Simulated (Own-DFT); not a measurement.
# What a defect does to the pressure of its cell: C11b WSi2

No measurement is shown. These are fixed-geometry runs of a retired plane-wave code named Own-DFT, which no person has reviewed; spin and spin-orbit coupling are neglected.

Common settings: PBE; PseudoDojo norm-conserving scalar-relativistic files; cutoff 50 hartree; 5 x 5 x 5 k mesh centred on Gamma; cold (Marzari-Vanderbilt) smearing of 0.2 eV.

Limits: forces on such cells failed a check on a denser k mesh; stress not checked against mesh or cutoff.

All runs share one cell, with vectors in Å (-2.148, -5.953, 3.409); (-6.444, 2.976, 1.136); (-2.553, -2.948, -6.757) and a volume of 403.2 Å³. u is the rms random offset of the atoms per axis. The defect's site can differ from row to row.

```
cell,formula,u (Å),P (GPa)
no defect,Si20W10,0.0182,4.50
no defect,Si20W10,0.0183,4.16
no defect,Si20W10,0.0483,5.71
one Si vacancy,Si19W10,0.0270,2.68
one Si vacancy,Si19W10,0.0300,3.07
one Si vacancy,Si19W10,0.0489,4.28
one Si on a W site,Si21W9,0.0320,6.71
one Si on a W site,Si21W9,0.0324,6.18
one Si on a W site,Si21W9,0.0465,6.60
one W on a Si site,Si19W11,0.0297,9.83
one W on a Si site,Si19W11,0.0331,10.02
one W on a Si site,Si19W11,0.0458,?
one W on a Si site,Si19W11,0.0530,11.14
```

## Fit

P = P0 + c u² + a shift for each defect gives P0 = 4.12 GPa, c = 667 ± 105 GPa/Å² and a scatter of 0.29 GPa. The shifts, and each times the cell's volume:

- one W on a Si site: 5.14 ± 0.24 GPa, 12.9 eV
- one Si on a W site: 1.43 ± 0.24 GPa, 3.6 eV
- one Si vacancy: -1.67 ± 0.24 GPa, -4.2 eV

Positive is outwards. The product with the volume (160.2 GPa Å³ to the eV) is nearly free of the cell's size; divided by the bulk modulus at the cell's pressure it gives the volume that the defect adds. The atoms around the defects weren't relaxed, which would change these numbers.

## Withheld run

Q: what pressure belongs in the blank (one W on a Si site, u = 0.0458 Å)?

From the fit: 10.66 ± 0.34 GPa. Computed: 11.22 GPa.
